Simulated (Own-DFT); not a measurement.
GaP (zincblende, strained, atoms displaced) (calculated)

Computed with Own-DFT development build. A calculation, not a measurement: plane-wave PBE density functional theory by an unreviewed code, no spin, of a simulated periodic cell, stress positive in tension, free energy of the whole cell less one offset for each atom, forces on such cells passed a denser k mesh, this cell's mesh not checked; offsets are fitted by least squares, one for each functional and potential file, so energies compare only between cells with the same atoms and settings and are not formation energies; the far tail of each file's local potential was reset to the Coulomb form; each entry is a single point on an unrelaxed cell, so the pressure reflects the starting lattice, mostly measured values (interpolated for alloys), from which strain is counted, and rises with the displacements; printed positions are rounded, which can move forces by about a meV/angstrom; the program, named Own-DFT, is a retired in-house code; no spin-orbit coupling.

### GaP (zincblende, strained, atoms displaced)

```
GaP
1.0
     10.8620     0.0000     0.0000
      0.0000    10.8620     0.0000
      0.0000     0.0000    10.9439
Ga P Ga P Ga P Ga P Ga P Ga P Ga P Ga P
4 4 4 4 4 4 4 4 4 4 4 4 4 4 4 4
Direct
  0.00257 0.99931 0.00006
  0.00579 0.25563 0.25464
  0.24959 0.99520 0.25073
  0.24998 0.24996 0.99440
  0.12384 0.12275 0.12600
  0.12130 0.37624 0.37425
  0.37561 0.12392 0.37882
  0.37631 0.37513 0.12543
  0.99917 0.00476 0.49792
  0.00026 0.25193 0.74879
  0.25254 0.00087 0.75050
  0.25400 0.24927 0.49404
  0.12227 0.12320 0.62711
  0.12773 0.37500 0.87366
  0.37757 0.12535 0.87617
  0.37442 0.37595 0.63108
  0.99446 0.49579 0.99439
  0.00508 0.74672 0.25317
  0.25342 0.50114 0.25057
  0.25275 0.74983 0.00293
  0.12125 0.62512 0.12132
  0.12366 0.87561 0.37486
  0.37478 0.62336 0.37648
  0.37613 0.87217 0.12916
  0.00087 0.50171 0.49876
  0.99780 0.74520 0.75068
  0.24913 0.49925 0.75205
  0.24971 0.74183 0.50131
  0.12825 0.62349 0.62509
  0.12477 0.87496 0.87592
  0.37798 0.62595 0.87431
  0.37256 0.87707 0.62644
  0.49860 0.00238 0.00217
  0.49924 0.25099 0.25460
  0.74928 0.00477 0.24617
  0.75277 0.25170 0.99793
  0.61984 0.11999 0.12492
  0.62463 0.37620 0.37752
  0.87548 0.12803 0.37321
  0.87156 0.37651 0.12562
  0.49321 0.99865 0.49809
  0.49988 0.24580 0.74748
  0.74814 0.00417 0.74904
  0.74955 0.24924 0.49545
  0.62572 0.12453 0.62733
  0.62639 0.37787 0.87474
  0.87389 0.12145 0.87372
  0.87206 0.37618 0.62788
  0.49663 0.49679 0.99801
  0.49845 0.74809 0.24457
  0.74832 0.50123 0.24761
  0.75282 0.74854 0.99697
  0.62396 0.62456 0.12795
  0.63166 0.87280 0.37586
  0.87293 0.62571 0.37446
  0.88055 0.87477 0.12469
  0.49881 0.50050 0.50433
  0.49661 0.74902 0.74569
  0.74693 0.49925 0.75393
  0.75662 0.75347 0.49766
  0.61969 0.62525 0.62599
  0.62221 0.87449 0.87598
  0.87120 0.62668 0.87406
  0.87369 0.87427 0.62484
```

```
functional                        : PBE
potential files                   : PseudoDojo norm-conserving, scalar-relativistic, standard set
wave cutoff                       : 42 hartree
occupations                       : Fermi-Dirac
smearing width                    : 0.1 eV
hardware                          : one NVIDIA H100
k mesh                            : 3 x 3 x 3 centred on Gamma
free energy of cell above offsets : -35.013 eV
pressure                          : 3.15 GPa
stress xx                         : -3.32 GPa
stress yy                         : -3.35 GPa
stress zz                         : -2.78 GPa
stress yz                         : -0.21 GPa
stress xz                         : 0 GPa
stress xy                         : 0.49 GPa
wall time                         : 548.8 s
```

Force:
```
element  x (eV/Å)  y (eV/Å)  z (eV/Å)
     Ga    -0.278    -0.003    -0.079
     Ga    -0.806    -0.661    -0.936
     Ga     0.028     0.408     0.034
     Ga     0.026    -0.164     0.861
      P     0.409     0.529     -0.03
      P     1.147     0.424     0.425
      P    -0.215    -0.073    -0.973
      P    -0.332    -0.369    -0.013
     Ga    -0.129    -0.508     0.236
     Ga    -0.213    -0.224     0.137
     Ga    -0.486    -0.013     0.224
     Ga     -0.73     0.332     1.036
      P     0.589     0.436    -0.388
      P    -0.592    -0.037     0.059
      P    -0.222    -0.077     -0.17
      P      -0.1    -0.376    -0.714
     Ga     0.275     0.315     0.337
     Ga    -0.477     0.249    -0.335
     Ga    -0.626    -0.001    -0.352
     Ga    -0.296    -0.042    -0.318
      P     0.395    -0.536     0.127
      P     0.258    -0.296     0.571
      P     0.331     0.095    -0.173
      P    -0.194     0.526    -0.554
     Ga    -0.449    -0.076     0.375
     Ga     0.322     0.572    -0.196
     Ga     0.268     0.338     0.061
     Ga     0.058     1.104    -0.189
      P    -0.603    -0.218     0.293
      P     0.314    -0.247    -0.221
      P     -0.53    -0.081     0.129
      P    -0.123    -0.501    -0.407
     Ga    -0.128    -0.779    -0.226
     Ga     0.168    -0.166    -0.334
     Ga     0.348    -0.685      0.18
     Ga    -0.482    -0.459     0.169
      P     0.488      1.26     0.081
      P    -0.072      0.16    -0.178
      P     0.019    -0.014    -0.226
      P     0.511    -0.341     0.095
     Ga     1.199    -0.364     0.388
     Ga     0.289     0.517     0.386
     Ga    -0.021    -0.837      0.22
     Ga      0.02     0.091     0.673
      P    -0.314         0    -0.959
      P     -0.51    -0.788     0.173
      P     0.448      0.52     0.225
      P     0.162     0.067    -0.465
     Ga     0.509     0.376     0.256
     Ga     0.526      0.07     1.107
     Ga    -0.073    -0.051     0.426
     Ga    -0.479     0.572     0.741
      P     0.031    -0.108    -0.953
      P    -0.979     0.448    -0.442
      P     0.394    -0.303      -0.1
      P    -0.482    -0.161     0.189
     Ga    -0.063    -0.226    -0.128
     Ga      0.27     0.426     0.402
     Ga     0.004     0.421     -0.64
     Ga    -0.701    -0.532     0.519
      P     1.035     0.187    -0.287
      P     0.092     0.049    -0.214
      P     0.336    -0.569    -0.172
      P     0.433     0.395     0.234
```
